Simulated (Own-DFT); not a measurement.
# Computed records: SiC (2H silicon carbide, strained, atoms displaced)

Computed with Own-DFT development build. A calculation, not a measurement: plane-wave PBE density functional theory by an unreviewed code, no spin, of a simulated periodic cell, stress positive in tension, free energy of the whole cell less one offset for each atom, forces on such cells passed a denser k mesh, this cell's mesh not checked; offsets are fitted by least squares, one for each functional and potential file, so energies compare only between cells with the same atoms and settings and are not formation energies; the far tail of each file's local potential was reset to the Coulomb form; each entry is a single point on an unrelaxed cell, so the pressure reflects the starting lattice, mostly measured values (interpolated for alloys), from which strain is counted, and rises with the displacements; printed positions are rounded, which can move forces by about a meV/angstrom; the program, named Own-DFT, is a retired in-house code; no spin-orbit coupling.

Common to all runs: functional PBE; potential files PseudoDojo norm-conserving, scalar-relativistic, standard set; wave cutoff 42 hartree; occupations Fermi-Dirac; smearing width 0.1 eV; hardware one NVIDIA H100; k mesh 5 x 5 x 3 centred on Gamma.

(1) SiC (2H silicon carbide, strained, atoms displaced)

```
SiC
1.0
      6.1618    -0.0827     0.0954
     -3.1525     5.4280    -0.1089
      0.1559    -0.1153    10.1810
Si C Si C Si C Si C Si C Si C Si C Si C
2 2 2 2 2 2 2 2 2 2 2 2 2 2 2 2
Direct
  0.00596 0.00336 0.00307
  0.18169 0.33544 0.24332
  0.98645 0.01246 0.18187
  0.17571 0.32541 0.44226
  0.99239 0.98801 0.50681
  0.16047 0.32513 0.75211
  0.00522 0.99869 0.68135
  0.16410 0.33330 0.93634
  0.00649 0.50111 0.00096
  0.15857 0.84740 0.24848
  0.98691 0.50072 0.19420
  0.17018 0.83514 0.44362
  0.98974 0.50254 0.50328
  0.15098 0.82647 0.74824
  0.00830 0.51061 0.69319
  0.16892 0.83249 0.93641
  0.50277 0.00504 0.99812
  0.66848 0.34358 0.25725
  0.50737 0.00433 0.19734
  0.66571 0.34403 0.44013
  0.49971 0.01319 0.50200
  0.67469 0.33334 0.75254
  0.49247 0.00342 0.69406
  0.65229 0.32782 0.93878
  0.50349 0.48420 0.00087
  0.67002 0.83146 0.25564
  0.51030 0.50550 0.18867
  0.65655 0.82639 0.43848
  0.50961 0.51088 0.49539
  0.65332 0.82281 0.75796
  0.50275 0.49610 0.69078
  0.66883 0.84140 0.94189
```

| Property | Result |
| --- | --- |
| free energy of cell above offsets | -2.850 eV |
| pressure | 0.78 GPa |
| stress xx | -2.14 GPa |
| stress yy | 0 GPa |
| stress zz | -0.2 GPa |
| stress yz | -4.22 GPa |
| stress xz | 5.44 GPa |
| stress xy | -5.26 GPa |
| wall time | 124 s |

Force:
```csv
element,x (eV/Å),y (eV/Å),z (eV/Å)
Si,-0.851,-0.374,-1.62
Si,-2.702,0.637,2.386
C,2.394,-0.583,1.316
C,-1.849,0.081,-0.913
Si,0.14,1.387,-2.22
Si,0.686,0.773,-1.002
C,-1.648,-0.488,3.022
C,0.731,-0.466,0.876
Si,-1.437,0.105,0.682
Si,1.286,-0.827,0.714
C,2.478,1.252,-1.303
C,-1.098,-0.362,-1.025
Si,2.647,-0.002,-0.345
Si,0.939,1.982,0.854
C,0.115,-2.302,-0.902
C,-0.631,-0.151,0.529
Si,0.039,-0.58,1.482
Si,0,-1.578,-0.715
C,-1.115,-0.005,-1.162
C,0.764,-0.778,0.102
Si,0.517,-0.872,0.564
Si,-1.638,0.061,-0.08
C,1.276,-0.478,-0.868
C,3.042,-0.083,-0.492
Si,-2.441,2.862,0.203
Si,-1.823,0.754,-0.669
C,0.216,-0.281,-0.505
C,0.501,1.761,0.285
Si,-1.547,-1.226,2.336
Si,0.39,0.914,-1.273
C,-0.114,0.179,-0.289
C,0.734,-1.313,0.03
```

(2) SiC (2H silicon carbide, strained, atoms displaced)

```
SiC
1.0
      6.1623    -0.0118     0.1067
     -3.0914     5.3767    -0.0807
      0.1742    -0.0516     9.9130
Si C Si C Si C Si C Si C Si C Si C Si C
2 2 2 2 2 2 2 2 2 2 2 2 2 2 2 2
Direct
  0.99736 0.00004 0.99467
  0.16401 0.33337 0.24633
  0.00629 0.00507 0.18774
  0.15286 0.31429 0.43891
  0.00166 0.99216 0.49446
  0.17199 0.32502 0.75940
  0.00253 0.99188 0.67852
  0.17233 0.32891 0.94414
  0.99434 0.49249 0.00027
  0.15841 0.83074 0.25543
  0.01095 0.50397 0.18388
  0.17027 0.82902 0.43377
  0.00028 0.49736 0.50125
  0.16935 0.83631 0.75032
  0.00913 0.50309 0.68711
  0.17035 0.82956 0.93588
  0.51919 0.99824 0.99442
  0.67280 0.33072 0.23363
  0.49656 0.99045 0.18968
  0.67137 0.32577 0.43456
  0.51059 0.01201 0.49889
  0.66412 0.32053 0.76053
  0.50550 0.00736 0.68852
  0.67895 0.34004 0.94137
  0.51792 0.50788 0.99805
  0.68715 0.86034 0.24816
  0.49610 0.50332 0.17369
  0.65721 0.82117 0.43315
  0.49729 0.50297 0.49899
  0.66436 0.83876 0.74665
  0.51406 0.50972 0.68515
  0.65694 0.82018 0.93983
```

| Quantity | Value |
| --- | --- |
| free energy of cell above offsets | -2.474 eV |
| pressure | 7.21 GPa |
| stress xx | -2.02 GPa |
| stress yy | -2.54 GPa |
| stress zz | -17.08 GPa |
| stress yz | -1.23 GPa |
| stress xz | 5.24 GPa |
| stress xy | 0.23 GPa |
| wall time | 122.7 s |

Force:
```csv
element,x (eV/Å),y (eV/Å),z (eV/Å)
Si,1.328,-0.731,0.995
Si,1.184,0.667,0.445
C,0.491,-0.067,-0.781
C,0.778,1.879,-0.892
Si,-0.85,-0.501,-0.005
Si,-0.473,0.953,-2.992
C,-0.365,0.836,2.443
C,-0.214,0.166,-0.723
Si,2.139,1.964,-0.552
Si,1.11,0.244,-2.318
C,-0.94,-0.173,0.556
C,0.278,-0.115,1.972
Si,-0.06,-0.392,-0.448
Si,-0.195,-1.047,-0.877
C,-0.021,-0.893,1.469
C,-0.025,0.418,0.7
Si,-3.568,-0.045,1.932
Si,-1.591,0.302,2.209
C,-0.099,1.143,-1.377
C,-0.937,1.702,-0.736
Si,-0.236,-1.415,-0.534
Si,0.375,2.917,-3.249
C,-0.136,-0.682,0.092
C,-0.215,-1.718,0.083
Si,-1.85,-1.696,-0.589
Si,-1.336,-3.354,-0.112
C,1.413,0.411,3.911
C,0.591,1.322,0.826
Si,0.617,-1.728,-0.789
Si,1.287,-0.71,-0.277
C,-0.5,-1.366,1.674
C,2.021,1.709,-2.055
```

(3) SiC (2H silicon carbide, strained, atoms displaced)

```
SiC
1.0
      6.1230    -0.0704     0.0399
     -3.1225     5.3022     0.0617
      0.0651     0.1539    10.2641
Si C Si C Si C Si C Si C Si C Si C Si C
2 2 2 2 2 2 2 2 2 2 2 2 2 2 2 2
Direct
  0.00433 0.98365 0.99550
  0.16403 0.34102 0.24886
  0.99638 0.98144 0.20120
  0.15301 0.31940 0.43713
  0.99975 0.00650 0.50883
  0.17399 0.33255 0.74847
  0.00630 0.00254 0.68585
  0.18067 0.33565 0.93910
  0.99669 0.49310 0.00243
  0.17912 0.84645 0.25051
  0.99105 0.50024 0.18895
  0.17266 0.83263 0.43264
  0.00901 0.50423 0.50049
  0.16688 0.83030 0.74759
  0.98521 0.49433 0.69155
  0.14102 0.80422 0.94163
  0.49043 0.98959 0.99183
  0.67542 0.33497 0.25065
  0.50577 0.00247 0.18723
  0.67599 0.34158 0.44099
  0.49227 0.98496 0.50482
  0.66135 0.32024 0.76073
  0.51135 0.00894 0.68740
  0.66652 0.33401 0.93736
  0.49403 0.48675 0.00075
  0.65766 0.83209 0.24963
  0.49803 0.48673 0.19310
  0.65488 0.82681 0.44190
  0.49174 0.49808 0.51192
  0.64651 0.82083 0.74736
  0.49175 0.49704 0.68960
  0.66516 0.84040 0.93405
```

| Item | Value |
| --- | --- |
| free energy of cell above offsets | -2.309 eV |
| pressure | 5.85 GPa |
| stress xx | -9.55 GPa |
| stress yy | -11.04 GPa |
| stress zz | 3.04 GPa |
| stress yz | 4.94 GPa |
| stress xz | 2.3 GPa |
| stress xy | -4.97 GPa |
| wall time | 120.6 s |

Force:
```csv
element,x (eV/Å),y (eV/Å),z (eV/Å)
Si,-2.4,1.435,1.858
Si,0.328,-2,0.785
C,-1.386,2.376,-2.697
C,0.605,2.281,0.395
Si,0.209,-2.248,-2.443
Si,-2.721,-0.669,1.242
C,-0.558,-0.661,1.518
C,-1.876,-1.587,-0.657
Si,0.7,-2.441,0.902
Si,-0.092,-1.784,0.665
C,2.517,1.151,-1.028
C,-0.798,0.594,1.731
Si,-1.12,-0.952,0.085
Si,-0.622,-0.58,0.447
C,2.126,0.587,-0.517
C,1.894,3.036,-2.225
Si,0.025,0.277,1.992
Si,-1.898,-0.822,1.866
C,0.096,0.167,-1.298
C,-0.911,-1.035,0.199
Si,0.011,2.46,-1.386
Si,-0.649,1.591,-1.889
C,-1.212,-1.617,0.514
C,-0.172,-1.019,0.689
Si,0.73,2.017,1.211
Si,1.165,-1.137,1.083
C,-0.605,1.265,-1.408
C,0.813,0.229,0.149
Si,1.031,-0.901,-3.114
Si,2.071,1.437,0.868
C,1.888,-0.038,0.45
C,0.81,-1.415,0.015
```

(4) SiC (2H silicon carbide, strained, atoms displaced)

```
SiC
1.0
      6.0452     0.0868    -0.0379
     -2.9475     5.1986     0.0329
     -0.0619     0.0264    10.1476
Si C Si C Si C Si C Si C Si C Si C Si C
2 2 2 2 2 2 2 2 2 2 2 2 2 2 2 2
Direct
  0.99466 0.97584 0.00516
  0.16604 0.31737 0.25065
  0.98917 0.98445 0.18051
  0.17033 0.32816 0.43368
  0.00139 0.99677 0.49199
  0.16144 0.33198 0.74847
  0.99452 0.99611 0.68561
  0.16980 0.33408 0.93688
  0.99845 0.51788 0.99154
  0.17002 0.84024 0.24904
  0.00971 0.49834 0.20075
  0.17801 0.83882 0.43111
  0.99848 0.50393 0.50331
  0.16127 0.83094 0.74443
  0.00033 0.49877 0.69903
  0.15691 0.82071 0.93708
  0.51207 0.01325 0.00605
  0.66171 0.32633 0.26140
  0.48817 0.99013 0.18671
  0.66565 0.34785 0.43933
  0.52034 0.01853 0.49317
  0.67712 0.33791 0.74813
  0.50687 0.01412 0.68245
  0.65706 0.33427 0.92884
  0.52118 0.51454 0.99915
  0.66792 0.83744 0.24370
  0.50390 0.51076 0.19766
  0.67102 0.83261 0.44473
  0.50347 0.48827 0.50381
  0.65110 0.82783 0.75193
  0.51027 0.49989 0.68121
  0.67134 0.84006 0.93881
```

| Property | Result |
| --- | --- |
| free energy of cell above offsets | -1.077 eV |
| pressure | 13.5 GPa |
| stress xx | -17.29 GPa |
| stress yy | -17.91 GPa |
| stress zz | -5.31 GPa |
| stress yz | 1.14 GPa |
| stress xz | -1.11 GPa |
| stress xy | 8.53 GPa |
| wall time | 124.9 s |

Force:
```csv
element,x (eV/Å),y (eV/Å),z (eV/Å)
Si,-0.707,3.712,-2.516
Si,-0.202,1.439,-0.569
C,0.209,1.234,1.7
C,-0.562,0.38,1.234
Si,0.239,0.256,1.929
Si,2.796,-1.261,1.122
C,-0.76,0.21,-0.379
C,0.092,-0.175,0.681
Si,1.929,-5.503,2.678
Si,0.053,-2.525,0.444
C,-2.114,-0.406,-2.17
C,0.161,0.073,1.311
Si,1.493,0.175,-0.645
Si,0.687,1.773,1.111
C,-0.16,0.799,-3.311
C,1.787,4.087,-1.471
Si,-1.238,-1.074,-1.621
Si,0.873,1.608,-2.565
C,0.393,2.316,0.323
C,3.29,-1.451,-0.284
Si,-1.056,-2.132,1.627
Si,-1.561,-0.798,0.312
C,-0.678,-1.444,0.293
C,1.632,0.161,1.482
Si,-3.205,-1.83,1.041
Si,0.126,-0.534,2.69
C,0.746,-2.351,-2.127
C,-0.143,-0.105,-2.406
Si,-3.629,2.445,-0.319
Si,1.723,0.789,-1.042
C,-1.846,-0.013,1.739
C,-0.367,0.145,-0.291
```

(5) SiC (2H silicon carbide, strained, atoms displaced)

```
SiC
1.0
      6.1781    -0.0246     0.1193
     -3.1104     5.2513    -0.0179
      0.1949     0.0788    10.1018
Si C Si C Si C Si C Si C Si C Si C Si C
2 2 2 2 2 2 2 2 2 2 2 2 2 2 2 2
Direct
  0.99604 0.00325 0.00412
  0.17560 0.33925 0.24869
  0.99378 0.00086 0.19085
  0.16333 0.33328 0.43484
  0.00424 0.99624 0.49781
  0.17618 0.34046 0.75223
  0.01190 0.99293 0.68660
  0.15681 0.31675 0.93798
  0.99938 0.51499 0.99610
  0.15307 0.83373 0.23952
  0.99419 0.50978 0.19761
  0.17923 0.84409 0.43067
  0.01913 0.50937 0.50013
  0.16571 0.83280 0.75477
  0.98912 0.51207 0.68884
  0.16231 0.83981 0.93627
  0.50444 0.00122 0.00416
  0.66580 0.32056 0.25034
  0.51213 0.00915 0.19129
  0.67116 0.34529 0.43917
  0.51309 0.00510 0.50059
  0.66814 0.32236 0.74675
  0.48521 0.99669 0.68660
  0.66444 0.32625 0.93388
  0.51256 0.51370 0.00299
  0.66111 0.82985 0.25068
  0.49329 0.50090 0.17817
  0.67039 0.84637 0.42698
  0.51114 0.51038 0.49518
  0.66399 0.84376 0.73988
  0.51284 0.50913 0.69060
  0.64993 0.81851 0.92983
```

| Item | Value |
| --- | --- |
| free energy of cell above offsets | -2.108 eV |
| pressure | 8.58 GPa |
| stress xx | -2.64 GPa |
| stress yy | -16.99 GPa |
| stress zz | -6.11 GPa |
| stress yz | 2.99 GPa |
| stress xz | 7.41 GPa |
| stress xy | -1.52 GPa |
| wall time | 120.9 s |

Force:
```csv
element,x (eV/Å),y (eV/Å),z (eV/Å)
Si,-0.755,-1.41,-0.755
Si,-2.029,-0.159,0.164
C,0.091,0.489,-1.061
C,1.626,0.376,0.401
Si,0.295,0.332,-0.021
Si,-0.661,-0.678,-0.611
C,-2.287,1.723,-0.447
C,-0.135,3.401,0.21
Si,0.814,-2.716,0.902
Si,1.772,1.487,2.578
C,1.606,-1.679,-2.904
C,0.169,-0.259,0.372
Si,-2.076,0.388,-0.349
Si,-1.041,-0.132,-0.458
C,3.348,-1.338,-0.651
C,0.86,0.741,1.157
Si,-0.27,-0.413,-0.823
Si,-1.422,2.72,1.069
C,-1.109,-2.556,-1.626
C,1.357,-0.563,-0.309
Si,-2.274,0.523,-0.948
Si,-1.987,1.418,0.902
C,2.11,0.053,-0.705
C,-0.036,1.145,0.644
Si,-0.874,-3.356,-2.589
Si,-0.17,0.092,-1.355
C,1.721,0.169,2.731
C,1.144,-0.79,2.709
Si,-1.156,-0.621,1.109
Si,1.501,-0.665,1.585
C,-0.646,-0.702,-1.501
C,0.515,2.982,0.58
```

(6) SiC (2H silicon carbide, strained, atoms displaced)

```
SiC
1.0
      6.1578     0.0014    -0.1038
     -3.0777     5.4097     0.0308
     -0.1694    -0.0397    10.2056
Si C Si C Si C Si C Si C Si C Si C Si C
2 2 2 2 2 2 2 2 2 2 2 2 2 2 2 2
Direct
  0.99768 0.01596 0.00886
  0.18145 0.34672 0.24943
  0.99855 0.99229 0.19077
  0.17545 0.32113 0.44285
  0.99172 0.99100 0.50419
  0.15004 0.32976 0.74620
  0.99341 0.98674 0.69158
  0.17027 0.32845 0.93584
  0.00313 0.50664 0.00406
  0.16332 0.82471 0.24650
  0.00852 0.49455 0.18399
  0.18470 0.85169 0.43985
  0.99701 0.50463 0.49808
  0.16370 0.83814 0.74897
  0.00915 0.50728 0.69163
  0.15982 0.82607 0.93988
  0.49015 0.99505 0.99001
  0.66850 0.34895 0.25046
  0.49221 0.99490 0.18681
  0.68354 0.34279 0.44456
  0.48736 0.00166 0.50553
  0.66099 0.34135 0.75143
  0.50011 0.01263 0.68014
  0.66912 0.32511 0.94123
  0.50912 0.50301 0.01085
  0.67066 0.82454 0.24791
  0.49109 0.50822 0.19161
  0.65574 0.82870 0.43970
  0.49462 0.49026 0.51285
  0.67030 0.83823 0.74301
  0.50184 0.51103 0.69857
  0.66046 0.83548 0.94005
```

| Property | Result |
| --- | --- |
| free energy of cell above offsets | -2.423 eV |
| pressure | -0.12 GPa |
| stress xx | -4.5 GPa |
| stress yy | 2.85 GPa |
| stress zz | 2.02 GPa |
| stress yz | -1.21 GPa |
| stress xz | -6.48 GPa |
| stress xy | -1.47 GPa |
| wall time | 119.8 s |

Force:
```csv
element,x (eV/Å),y (eV/Å),z (eV/Å)
Si,0.694,-1.611,-1.762
Si,-1.136,-2.927,1.974
C,-0.163,1.082,0.14
C,-1.928,0.73,-0.497
Si,-0.02,0.237,-1.001
Si,2.234,-0.174,1.706
C,-0.748,2.008,-1.228
C,-0.565,1.044,0.983
Si,0.914,-1.199,-1.798
Si,1.034,1.16,0.843
C,-1.92,0.595,1.49
C,-3.048,-2.979,-1.205
Si,3.091,0.974,1.158
Si,1.593,-0.875,1.26
C,-2.092,0.027,-1.162
C,-1.224,0.928,-0.723
Si,0.582,0.158,2.362
Si,1.134,-2.451,0.475
C,0.623,0.974,-0.17
C,-2.679,-1.148,-1.284
Si,3.484,1.275,-2.002
Si,1.495,-0.187,0.636
C,-0.04,-0.304,2.885
C,-0.856,1.067,-0.222
Si,-0.797,-0.219,-2.972
Si,-1.963,2.589,1.529
C,2.401,-0.545,-0.69
C,0.405,-0.357,0.372
Si,0.736,1.52,-1.386
Si,-1.305,0.217,2.245
C,-0.878,-1.316,-1.374
C,0.944,-0.293,-0.582
```

(7) SiC (2H silicon carbide, strained, atoms displaced)

```
SiC
1.0
      6.1502     0.0746    -0.0635
     -3.0105     5.2965    -0.0090
     -0.1037    -0.0769     9.9899
Si C Si C Si C Si C Si C Si C Si C Si C
2 2 2 2 2 2 2 2 2 2 2 2 2 2 2 2
Direct
  0.99781 0.98793 0.99367
  0.15992 0.33389 0.24783
  0.98718 0.98960 0.18187
  0.18120 0.34137 0.42917
  0.00890 0.00885 0.49962
  0.16950 0.32849 0.75539
  0.00322 0.99947 0.69327
  0.17312 0.34398 0.93662
  0.01703 0.51030 0.00858
  0.15941 0.83147 0.24957
  0.99532 0.50741 0.18157
  0.16400 0.83403 0.43899
  0.97482 0.49635 0.49851
  0.16859 0.82532 0.75551
  0.98626 0.49748 0.68215
  0.18157 0.84642 0.92699
  0.47532 0.97635 0.99074
  0.67367 0.33810 0.25119
  0.49910 0.99167 0.19256
  0.66547 0.32888 0.44143
  0.49528 0.99238 0.50339
  0.67179 0.32286 0.75186
  0.50359 0.00385 0.68739
  0.67057 0.33271 0.94145
  0.49424 0.49536 0.99911
  0.68254 0.83020 0.24379
  0.51215 0.49689 0.18853
  0.66679 0.82480 0.43198
  0.51935 0.49121 0.50518
  0.65907 0.83005 0.74951
  0.50304 0.49552 0.69474
  0.66748 0.82557 0.94668
```

| Quantity | Value |
| --- | --- |
| free energy of cell above offsets | -1.784 eV |
| pressure | 8.22 GPa |
| stress xx | -7.34 GPa |
| stress yy | -3.65 GPa |
| stress zz | -13.68 GPa |
| stress yz | -3.82 GPa |
| stress xz | -3.53 GPa |
| stress xy | 3.78 GPa |
| wall time | 121.5 s |

Force:
```csv
element,x (eV/Å),y (eV/Å),z (eV/Å)
Si,-0.704,1.818,0.675
Si,1.708,0.111,-0.682
C,2.059,1.935,-0.367
C,-1.181,-0.402,2.417
Si,-1.028,-0.012,-0.121
Si,-0.696,0.764,-2.072
C,-0.426,-0.268,-0.396
C,-0.38,-1.412,1.272
Si,-1.874,-1.18,-3.694
Si,1.481,1.129,0.574
C,0.906,-0.504,3.018
C,-0.058,-0.572,-0.049
Si,4.47,1.198,0.015
Si,-0.711,0.186,-4.549
C,1.835,-0.104,1.594
C,-2.812,-2.923,2.926
Si,4.541,4.346,3.561
Si,-0.246,-2.016,-0.605
C,-0.781,0.203,-1.145
C,0.364,-1.943,-1.59
Si,0.824,-0.671,-1.685
Si,-0.787,1.56,1.156
C,-0.608,-1.55,0.425
C,0.539,-0.582,-0.444
Si,2.015,-0.241,0.708
Si,-3.041,-0.833,1.119
C,-2.343,-0.279,-0.673
C,0.615,0.673,1.686
Si,-4.023,1.846,-0.463
Si,1.759,-0.064,0.676
C,-0.474,-0.309,-0.873
C,-0.943,0.096,-2.412
```

(8) SiC (2H silicon carbide, strained, atoms displaced)

```
SiC
1.0
      6.0610     0.0868    -0.0529
     -2.9553     5.3280    -0.0375
     -0.0863    -0.1205    10.0541
Si C Si C Si C Si C Si C Si C Si C Si C
2 2 2 2 2 2 2 2 2 2 2 2 2 2 2 2
Direct
  0.99910 0.98886 0.00653
  0.16258 0.33163 0.24948
  0.99961 0.00393 0.17757
  0.15022 0.34026 0.43922
  0.98946 0.00451 0.50200
  0.15069 0.31875 0.74819
  0.01126 0.99960 0.69516
  0.17961 0.33172 0.93698
  0.98909 0.49154 0.00970
  0.15874 0.83354 0.23969
  0.00220 0.50008 0.18596
  0.17092 0.83009 0.43182
  0.98839 0.48464 0.49901
  0.16533 0.83297 0.75287
  0.99313 0.48549 0.69441
  0.15181 0.81923 0.94469
  0.49720 0.00193 0.99941
  0.66094 0.33644 0.25246
  0.48867 0.98724 0.18697
  0.67083 0.33081 0.44133
  0.49250 0.00644 0.50612
  0.66565 0.35507 0.75417
  0.49701 0.00766 0.68945
  0.67401 0.33666 0.92783
  0.50449 0.48513 0.99783
  0.65688 0.81577 0.25113
  0.49235 0.50149 0.18312
  0.66896 0.84034 0.42810
  0.49368 0.50213 0.49882
  0.66545 0.83700 0.75695
  0.49242 0.48818 0.68279
  0.67290 0.82860 0.93502
```

| Quantity | Value |
| --- | --- |
| free energy of cell above offsets | -1.774 eV |
| pressure | 8.86 GPa |
| stress xx | -13.74 GPa |
| stress yy | -0.8 GPa |
| stress zz | -12.06 GPa |
| stress yz | -4.39 GPa |
| stress xz | -4.1 GPa |
| stress xy | 7.16 GPa |
| wall time | 129.4 s |

Force:
```csv
element,x (eV/Å),y (eV/Å),z (eV/Å)
Si,-0.906,1.786,-3.754
Si,0.049,-0.292,0.004
C,-1.133,-0.43,4.073
C,3.976,-2.078,-1.398
Si,1.968,-0.783,-0.417
Si,1.995,1.425,1.624
C,-2.895,-1.02,-2.083
C,-1.595,-1.01,0.587
Si,2.144,0.155,-3.233
Si,0.984,-0.008,1.887
C,-1.795,-0.572,1.545
C,-1.774,0.091,0.785
Si,-1.381,3.847,1.93
Si,1.495,-1.49,0.658
C,-1.321,1.921,-1.672
C,1.744,0.216,-1.073
Si,0.507,-1.04,-0.416
Si,0.969,-1.316,-0.244
C,0.457,1.748,-0.217
C,-2.428,-0.22,-1.002
Si,0.619,-0.861,-1.514
Si,2.06,-2.449,-2.271
C,0.442,-0.224,0.943
C,0.111,-1.444,3.501
Si,-1.696,1.895,-0.345
Si,-0.132,2.493,-1.785
C,0.769,-1.342,0.87
C,-0.61,-0.996,3.077
Si,0.371,0.397,-0.229
Si,0.215,-0.44,-2.136
C,-2.173,2.299,0.408
C,-1.034,-0.258,1.896
```

(9) SiC (2H silicon carbide, strained, atoms displaced)

```
SiC
1.0
      6.1695    -0.0861     0.0471
     -3.1593     5.3976    -0.1031
      0.0769    -0.1501    10.1811
Si C Si C Si C Si C Si C Si C Si C Si C
2 2 2 2 2 2 2 2 2 2 2 2 2 2 2 2
Direct
  0.00273 0.00134 0.00143
  0.16746 0.34149 0.24712
  0.98615 0.97716 0.19666
  0.14924 0.32784 0.43321
  0.01174 0.02047 0.50736
  0.17081 0.33197 0.75496
  0.98309 0.98122 0.68141
  0.16626 0.33048 0.94311
  0.99181 0.49410 0.00157
  0.16100 0.82143 0.24784
  0.00952 0.51164 0.19334
  0.16653 0.81737 0.43956
  0.01420 0.51906 0.50267
  0.16420 0.84205 0.74564
  0.97238 0.49467 0.67904
  0.16852 0.84677 0.94671
  0.50446 0.98809 0.99842
  0.65457 0.33137 0.26065
  0.51475 0.00647 0.18739
  0.63686 0.31141 0.43607
  0.50327 0.01143 0.50324
  0.65126 0.33028 0.74899
  0.51116 0.00914 0.68633
  0.66231 0.33902 0.94198
  0.49628 0.48826 0.98991
  0.65773 0.83557 0.24756
  0.50599 0.49740 0.18649
  0.66832 0.83335 0.43753
  0.49459 0.50099 0.49938
  0.67933 0.84609 0.74120
  0.48938 0.49156 0.68766
  0.67632 0.83406 0.93148
```

| Quantity | Value |
| --- | --- |
| free energy of cell above offsets | -1.696 eV |
| pressure | 2.83 GPa |
| stress xx | -4.44 GPa |
| stress yy | -3.55 GPa |
| stress zz | -0.5 GPa |
| stress yz | -2.73 GPa |
| stress xz | 3.34 GPa |
| stress xy | -4.84 GPa |
| wall time | 119.6 s |

Force:
```csv
element,x (eV/Å),y (eV/Å),z (eV/Å)
Si,-0.564,-0.395,1.683
Si,0.461,-1.592,0.24
C,0.603,2.586,-1.856
C,1.014,1.463,1.083
Si,-0.296,-2.57,-3.471
Si,-2.423,-0.258,-0.836
C,2.743,3.259,1.271
C,-1.224,-0.054,-1.185
Si,0.165,1.49,0.654
Si,0.389,2.978,1.423
C,-0.643,-3.381,-1.486
C,-0.986,3.55,-0.594
Si,-1.261,-3.58,-0.984
Si,0.745,-1.513,0.993
C,2.519,0.892,2.643
C,1.233,-1.913,-2.191
Si,-0.643,1.481,0.599
Si,1.064,0.328,-2.375
C,-1.514,-0.502,-0.448
C,0.826,3.147,1.19
Si,0.73,-2.631,-0.897
Si,0.852,0.819,0.722
C,-1.131,-1.19,0.437
C,1.781,-2.124,-1.809
Si,-0.257,2.401,2.768
Si,1.049,-1.028,1.277
C,-1.203,0.027,-0.448
C,-0.299,0.356,0.775
Si,-0.291,-0.083,-0.654
Si,-2.824,-2.424,1.93
C,0.062,1.026,-0.194
C,-0.676,-0.566,-0.261
```

(10) SiC (2H silicon carbide, strained, atoms displaced)

```
SiC
1.0
      6.2638     0.0913    -0.0038
     -3.0529     5.2089    -0.0798
     -0.0063    -0.1542    10.1782
Si C Si C Si C Si C Si C Si C Si C Si C
2 2 2 2 2 2 2 2 2 2 2 2 2 2 2 2
Direct
  0.99566 0.99530 0.99549
  0.16348 0.32827 0.24674
  0.00514 0.00312 0.18674
  0.16464 0.34053 0.43648
  0.99749 0.00432 0.50696
  0.16699 0.33968 0.75551
  0.00721 0.98524 0.68776
  0.17056 0.32379 0.94384
  0.99608 0.51405 0.00293
  0.15303 0.81722 0.24951
  0.99171 0.49712 0.18947
  0.17013 0.84300 0.43605
  0.00385 0.49846 0.50173
  0.17186 0.83282 0.74631
  0.97803 0.48084 0.68953
  0.16025 0.82485 0.94495
  0.48945 0.00975 0.00748
  0.66012 0.32270 0.25468
  0.49762 0.99852 0.19353
  0.67090 0.34225 0.43827
  0.50835 0.02125 0.49735
  0.69437 0.35003 0.74487
  0.49156 0.98891 0.68306
  0.64706 0.32929 0.93060
  0.49862 0.49443 0.00250
  0.65948 0.83893 0.25480
  0.50087 0.48796 0.18082
  0.67516 0.84154 0.44204
  0.48392 0.49164 0.49853
  0.67311 0.83300 0.74039
  0.49452 0.48781 0.69052
  0.66896 0.82117 0.93120
```

| Item | Value |
| --- | --- |
| free energy of cell above offsets | -2.096 eV |
| pressure | 2.98 GPa |
| stress xx | 1.51 GPa |
| stress yy | -10.61 GPa |
| stress zz | 0.14 GPa |
| stress yz | -3.27 GPa |
| stress xz | 0.11 GPa |
| stress xy | 5.59 GPa |
| wall time | 121.7 s |

Force:
```csv
element,x (eV/Å),y (eV/Å),z (eV/Å)
Si,-0.914,-0.328,1.093
Si,0.363,1.01,-0.057
C,-1.072,-1.709,-0.154
C,0.503,-1.019,-0.093
Si,1.033,-0.325,-1.619
Si,1.224,-1.318,0.315
C,-2.043,1.724,0.179
C,-1.849,1.588,-0.989
Si,0.493,-3.763,0.104
Si,-0.075,2.623,0.862
C,0.175,-1.684,-0.365
C,0.171,-0.504,0.717
Si,-1.336,1.484,-0.471
Si,0.746,-0.516,1.411
C,5.262,3.09,-1.793
C,0.681,1.893,-2.032
Si,2.117,-1.311,-1.604
Si,-0.069,1.922,-0.544
C,-0.944,-1.19,-0.705
C,0.013,0.613,-0.015
Si,-0.184,-2.578,0.532
Si,-6.327,-4.399,2.373
C,0.994,1.222,0.205
C,2.706,0.246,0.824
Si,-0.729,1.004,-1.473
Si,2.347,-1.034,-0.777
C,-0.969,0.912,2.637
C,-1.093,-0.509,-0.308
Si,1.06,1.558,0.898
Si,-0.621,-0.519,1.476
C,-0.259,0.495,-1.412
C,-1.407,1.322,0.788
```
